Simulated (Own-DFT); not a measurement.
# Point defects and the pressure they add: zincblende GaAs

Everything here is calculated. The program is Own-DFT (plane waves, in-house, since retired, never reviewed by a person); positions were held fixed, and spin and spin-orbit coupling were off.

Settings: PBE; PseudoDojo norm-conserving scalar-relativistic files; cutoff 42 hartree; 3 x 3 x 3 k mesh centred on Gamma; Fermi-Dirac smearing of 0.1 eV.

Caveats (not all hold for every row): not probed for a lower state with spin; forces not confirmed at this smearing and k mesh; stress not checked against mesh or cutoff.

All runs share one cell, with vectors in Å (11.737, 0.000, 0.000); (0.000, 11.737, 0.000); (0.000, 0.000, 10.833) and a volume of 1492.4 Å³, strained against the parent crystal. u is the rms random offset of the atoms per axis. The defect's site can differ from row to row.

```
cell,formula,u (Å),P (GPa)
no defect,As32Ga32,0.0314,1.25
no defect,As32Ga32,0.0499,1.54
no defect,As32Ga32,0.0511,1.57
one Al on a Ga site,AlAs32Ga31,0.0296,1.22
one Al on a Ga site,AlAs32Ga31,0.0474,1.55
one Al on a Ga site,AlAs32Ga31,0.0515,1.62
one P on an As site,As31Ga32P,0.0283,1.00
one P on an As site,As31Ga32P,0.0291,0.99
one P on an As site,As31Ga32P,0.0295,0.99
one In on a Ga site,As32Ga31In,0.0499,?
one In on a Ga site,As32Ga31In,0.0507,2.07
one In on a Ga site,As32Ga31In,0.0507,2.21
one In on a Ga site,As32Ga31In,0.0566,2.19
one As vacancy and one Ga vacancy,As31Ga31,0.0283,0.95
one As vacancy and one Ga vacancy,As31Ga31,0.0472,1.24
one As vacancy and one Ga vacancy,As31Ga31,0.0547,1.43
```

## Worked fit

P = P0 + c u² + a shift for each defect gives P0 = 1.03 GPa, c = 210 ± 17 GPa/Å² and a scatter of 0.04 GPa. The shifts, and each times the cell's volume:

- one In on a Ga site: 0.54 ± 0.04 GPa, 5.1 eV
- one Al on a Ga site: 0.03 ± 0.03 GPa, 0.3 eV (not resolved)
- one P on an As site: -0.21 ± 0.04 GPa, -1.9 eV
- one As vacancy and one Ga vacancy: -0.24 ± 0.03 GPa, -2.3 eV

A positive shift means that the defect pushes the cell outwards. Shift times volume (160.2 GPa Å³ is 1 eV) depends little on the cell's size, so, taken for each site, it can be compared between cells at like pressure. The atoms around the defects weren't relaxed, which would change these numbers.

## Prediction

Q: what pressure belongs in the blank (one In on a Ga site, u = 0.0499 Å)?

The fitted form gives 2.09 ± 0.05 GPa. The run itself gave 2.07 GPa.
